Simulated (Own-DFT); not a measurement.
# Computed records: AlN (wurtzite, atoms displaced)

Computed with Own-DFT development build. A calculation, not a measurement: plane-wave PBE density functional theory by an unreviewed code, no spin, of a simulated periodic cell, stress positive in tension, free energy of the whole cell less one offset for each atom, forces on such cells passed a denser k mesh, this cell's mesh not checked; offsets are fitted by least squares, one for each functional and potential file, so energies compare only between cells with the same atoms and settings and are not formation energies; the far tail of each file's local potential was reset to the Coulomb form; each entry is a single point on an unrelaxed cell, so the pressure reflects the starting lattice, mostly measured values (interpolated for alloys), from which strain is counted, and rises with the displacements; printed positions are rounded, which can move forces by about a meV/angstrom; the program, named Own-DFT, is a retired in-house code; no spin-orbit coupling.

```cif
# cell vector a (Å): 12.4480 0.0000 0.0000
# cell vector b (Å): -6.2240 10.7803 0.0000
# cell vector c (Å): 0.0000 0.0000 9.9640
data_AlN
_symmetry_space_group_name_H-M 'P 1'
_symmetry_Int_Tables_number 1
_cell_length_a 12.4480
_cell_length_b 12.4480
_cell_length_c 9.9640
_cell_angle_alpha 90.000
_cell_angle_beta 90.000
_cell_angle_gamma 120.000
_cell_volume 1337.10
loop_
_atom_site_label
_atom_site_type_symbol
_atom_site_fract_x
_atom_site_fract_y
_atom_site_fract_z
_atom_site_occupancy
Al1 Al 0.08255 0.16314 0.99766 1
Al2 Al 0.16516 0.08614 0.24777 1
N1 N 0.08512 0.17123 0.18924 1
N2 N 0.16657 0.08510 0.43699 1
Al3 Al 0.08503 0.16503 0.50100 1
Al4 Al 0.16864 0.08333 0.74811 1
N3 N 0.08206 0.16644 0.68694 1
N4 N 0.16659 0.08452 0.94123 1
Al5 Al 0.08259 0.41672 0.99770 1
Al6 Al 0.16672 0.33451 0.24779 1
N5 N 0.08467 0.41607 0.19071 1
N6 N 0.16651 0.33076 0.43843 1
Al7 Al 0.08528 0.42008 0.49868 1
Al8 Al 0.16926 0.33241 0.74953 1
N7 N 0.07993 0.41573 0.69029 1
N8 N 0.16750 0.33336 0.94185 1
Al9 Al 0.08637 0.66801 0.99864 1
Al10 Al 0.17058 0.58300 0.25356 1
N9 N 0.08396 0.66589 0.19487 1
N10 N 0.16403 0.57925 0.44350 1
Al11 Al 0.08049 0.66721 0.49818 1
Al12 Al 0.16497 0.58362 0.75179 1
N11 N 0.08176 0.66365 0.69038 1
N12 N 0.16661 0.58661 0.93907 1
Al13 Al 0.08032 0.91417 0.00180 1
Al14 Al 0.16410 0.83211 0.24888 1
N13 N 0.08100 0.91374 0.19331 1
N14 N 0.16601 0.83426 0.43818 1
Al15 Al 0.08392 0.91737 0.50078 1
Al16 Al 0.16651 0.83333 0.75169 1
N15 N 0.08194 0.91507 0.68955 1
N16 N 0.16951 0.83513 0.94347 1
Al17 Al 0.33345 0.16957 0.99846 1
Al18 Al 0.42297 0.08641 0.24956 1
N17 N 0.33472 0.16885 0.18938 1
N18 N 0.41637 0.08172 0.43944 1
Al19 Al 0.33111 0.16587 0.50098 1
Al20 Al 0.41792 0.08458 0.74850 1
N19 N 0.33278 0.16922 0.68980 1
N20 N 0.41303 0.08282 0.94132 1
Al21 Al 0.33618 0.41849 0.99974 1
Al22 Al 0.41803 0.33235 0.24976 1
N21 N 0.33285 0.42002 0.19293 1
N22 N 0.41300 0.33320 0.43902 1
Al23 Al 0.33592 0.41971 0.50066 1
Al24 Al 0.41756 0.33261 0.74958 1
N23 N 0.33382 0.41515 0.68903 1
N24 N 0.41384 0.33192 0.93520 1
Al25 Al 0.33306 0.66532 0.00383 1
Al26 Al 0.41463 0.58292 0.24441 1
N25 N 0.33382 0.66518 0.19130 1
N26 N 0.41902 0.58318 0.44341 1
Al27 Al 0.33386 0.66569 0.49932 1
Al28 Al 0.41414 0.58263 0.74795 1
N27 N 0.33426 0.66293 0.69118 1
N28 N 0.41184 0.57989 0.93848 1
Al29 Al 0.33640 0.91887 0.00047 1
Al30 Al 0.41550 0.83331 0.24571 1
N29 N 0.33132 0.91644 0.19217 1
N30 N 0.41394 0.83064 0.43919 1
Al31 Al 0.33371 0.91819 0.50162 1
Al32 Al 0.41885 0.83176 0.74936 1
N31 N 0.33580 0.91748 0.69281 1
N32 N 0.42025 0.83538 0.94315 1
Al33 Al 0.58292 0.16765 0.99730 1
Al34 Al 0.66643 0.08144 0.24587 1
N33 N 0.58659 0.16999 0.19377 1
N34 N 0.66760 0.08511 0.43962 1
Al35 Al 0.58247 0.16385 0.49825 1
Al36 Al 0.66915 0.08747 0.74411 1
N35 N 0.58535 0.16817 0.68944 1
N36 N 0.66727 0.08383 0.94122 1
Al37 Al 0.58128 0.41676 0.00113 1
Al38 Al 0.66542 0.33609 0.25219 1
N37 N 0.58554 0.41788 0.19132 1
N38 N 0.66398 0.33214 0.44267 1
Al39 Al 0.58141 0.41370 0.49846 1
Al40 Al 0.66872 0.33521 0.75282 1
N39 N 0.58126 0.41833 0.68832 1
N40 N 0.66385 0.33506 0.94267 1
Al41 Al 0.58681 0.66738 0.00250 1
Al42 Al 0.66687 0.58740 0.24919 1
N41 N 0.58135 0.66788 0.18939 1
N42 N 0.66749 0.58267 0.44046 1
Al43 Al 0.58215 0.66590 0.50033 1
Al44 Al 0.66996 0.58387 0.75129 1
N43 N 0.58086 0.66706 0.69165 1
N44 N 0.67053 0.58778 0.94182 1
Al45 Al 0.58420 0.91523 0.99933 1
Al46 Al 0.66778 0.83112 0.24886 1
N45 N 0.58143 0.91488 0.18983 1
N46 N 0.66203 0.83054 0.44152 1
Al47 Al 0.58068 0.91587 0.49876 1
Al48 Al 0.66868 0.83646 0.74933 1
N47 N 0.58141 0.91598 0.69049 1
N48 N 0.66593 0.83102 0.93945 1
Al49 Al 0.83642 0.16917 0.00134 1
Al50 Al 0.91710 0.08243 0.25213 1
N49 N 0.83399 0.16477 0.19162 1
N50 N 0.91449 0.08119 0.43988 1
Al51 Al 0.83497 0.16930 0.49560 1
Al52 Al 0.91916 0.08278 0.75082 1
N51 N 0.83265 0.16470 0.69056 1
N52 N 0.91470 0.08244 0.94266 1
Al53 Al 0.83251 0.41421 0.99894 1
Al54 Al 0.91549 0.33529 0.25094 1
N53 N 0.83586 0.41760 0.18839 1
N54 N 0.91856 0.33475 0.44215 1
Al55 Al 0.83568 0.41632 0.49949 1
Al56 Al 0.91843 0.33532 0.74929 1
N55 N 0.83430 0.41621 0.69372 1
N56 N 0.91843 0.33435 0.94268 1
Al57 Al 0.83367 0.66712 0.99855 1
Al58 Al 0.91662 0.58544 0.24943 1
N57 N 0.83384 0.66785 0.19196 1
N58 N 0.91750 0.58507 0.44025 1
Al59 Al 0.83243 0.66598 0.49660 1
Al60 Al 0.91822 0.58305 0.75035 1
N59 N 0.83318 0.66742 0.69406 1
N60 N 0.92010 0.58513 0.94272 1
Al61 Al 0.82972 0.91542 0.99884 1
Al62 Al 0.91737 0.83364 0.25022 1
N61 N 0.83765 0.91745 0.19162 1
N62 N 0.91738 0.83218 0.43988 1
Al63 Al 0.83165 0.91780 0.50429 1
Al64 Al 0.91517 0.83459 0.75095 1
N63 N 0.83321 0.91706 0.68809 1
N64 N 0.91599 0.83290 0.94093 1
_calc_functional 'PBE'
_calc_potential_files 'PseudoDojo norm-conserving, scalar-relativistic, standard set'
_calc_wave_cutoff 42  # hartree
_calc_occupations 'Fermi-Dirac'
_calc_smearing_width 0.1  # eV
_calc_hardware 'one NVIDIA H100'
_calc_k_mesh '2 x 2 x 2 centred on Gamma'
_calc_free_energy_of_cell_above_offsets '-62.151'  # eV
_calc_pressure 3.78  # GPa
_calc_stress_xx -4.09  # GPa
_calc_stress_yy -3.77  # GPa
_calc_stress_zz -3.49  # GPa
_calc_stress_yz 0.19  # GPa
_calc_stress_xz 0.19  # GPa
_calc_stress_xy 0.06  # GPa
_calc_wall_time 376.8  # s
```

Force:
```tsv
element	x (eV/Å)	y (eV/Å)	z (eV/Å)
Al	-0.531	0.924	0.46
Al	0.624	-0.369	-0.121
N	-0.112	-0.99	-0.157
N	0.36	-0.631	0.548
Al	-0.887	0.473	-0.78
Al	-0.646	-0.144	0.339
N	0.671	-0.225	0.901
N	0.293	-0.724	-0.373
Al	0.593	0.345	0.463
Al	0.147	-0.062	0.43
N	-0.661	0.415	-0.145
N	-0.252	0.618	0.482
Al	0.552	-1.545	0.458
Al	-0.742	0.293	-0.021
N	1.083	0.299	0.155
N	-0.057	-0.215	-0.351
Al	-0.472	0.081	0.865
Al	-1.033	-0.311	-0.313
N	0.264	-0.078	-0.566
N	0.153	1.558	-0.391
Al	0.842	0.194	0.135
Al	0.678	-0.259	-0.607
N	-0.028	0.915	-0.143
N	0.688	-0.558	0.448
Al	0.492	0.502	-0.009
Al	0.459	0.213	0.172
N	0.004	0.924	-0.582
N	0.257	-0.043	0.733
Al	-0.172	-0.111	-0.641
Al	0.216	-0.18	-0.111
N	0.144	0.388	0.405
N	-0.398	-0.083	-0.345
Al	0.001	-0.607	0.327
Al	-1.212	-0.635	-0.124
N	0.141	-0.371	0.004
N	-0.264	0.478	0.393
Al	0.276	0.302	-0.731
Al	-0.057	-0.024	0.252
N	0.631	-0.708	0.011
N	0.638	0.609	-0.334
Al	-0.739	-0.581	0.149
Al	-0.776	0.514	0.135
N	0.978	-0.768	-0.758
N	0.941	-0.234	0.201
Al	-0.534	-0.78	-0.373
Al	-0.397	0.588	-0.557
N	-0.108	0.12	0.265
N	0.577	0.63	1.029
Al	-0.143	0.27	-0.986
Al	0.588	0.115	1.4
N	-0.405	0.462	0.02
N	-0.678	0.149	-1.03
Al	-0.101	-0.14	0.226
Al	0.943	-0.41	0.351
N	-1.327	0.773	-0.239
N	0.901	0.93	0.541
Al	-0.218	-0.305	0.175
Al	-0.1	-0.02	0.629
N	0.415	0.387	-0.306
N	-0.096	0.4	-0.006
Al	-0.033	-0.735	-0.427
Al	-0.499	-0.208	0.388
N	-0.37	-0.231	-0.163
N	-0.442	-0.688	-0.254
Al	0.041	-0.326	0.477
Al	0.077	0.287	0.421
N	0.064	-0.137	-0.809
N	0.104	-0.552	-0.159
Al	-0.174	0.548	0.069
Al	0.045	-0.951	0.938
N	-0.538	0.215	0.145
N	0.028	0.208	-0.234
Al	-0.069	0.384	-0.229
Al	1.127	-0.136	-0.12
N	-0.791	0.374	-0.191
N	0.769	0.117	-0.186
Al	-0.474	0.528	0.119
Al	-0.618	-0.025	-0.682
N	0.944	-0.268	0.538
N	0.593	-0.146	-0.282
Al	-1.104	-0.36	-1.015
Al	0.335	-0.555	0.265
N	0.454	-0.276	0.087
N	-0.475	-0.073	-0.191
Al	0.421	-0.035	0.414
Al	-1.215	0.114	-0.382
N	0.814	0.111	0.143
N	-0.339	-1.127	0.069
Al	-0.045	0.547	-0.06
Al	-0.368	0.853	0.488
N	0.55	0.019	0.012
N	0.66	0.548	-0.254
Al	0.151	0.045	-0.078
Al	-0.453	-0.828	-0.246
N	0.501	0.609	-0.177
N	-0.057	0.343	0.145
Al	-0.451	-0.442	-0.078
Al	0.195	0.341	-0.382
N	-0.228	0.465	0.1
N	0.345	0.365	0.376
Al	0.161	-0.563	0.64
Al	-0.809	0.28	-0.116
N	0.484	0.644	-0.303
N	0.41	-0.127	-0.493
Al	-0.096	0.754	0.154
Al	0.846	-0.37	-0.26
N	-0.926	0.021	0.529
N	-0.232	0.057	-0.399
Al	-0.807	0.175	0.243
Al	-0.01	-0.927	0.236
N	-0.331	0.172	-0.4
N	-0.379	-0.22	-0.539
Al	0.649	-0.001	0.413
Al	0.422	-0.373	-0.175
N	-0.285	-0.08	-0.404
N	-0.273	-0.738	0.032
Al	0.026	0.239	0.749
Al	-0.464	0.193	0.252
N	0.515	-0.033	-0.645
N	-0.442	-0.413	-0.229
Al	0.71	0.226	0.443
Al	0.015	-0.132	0.319
N	-0.973	-0.322	-0.389
N	-0.578	0.398	0.458
Al	0.232	-0.612	-1.438
Al	0.425	-0.354	-0.221
N	0.102	0.129	1.034
N	-0.269	0.287	-0.092
```
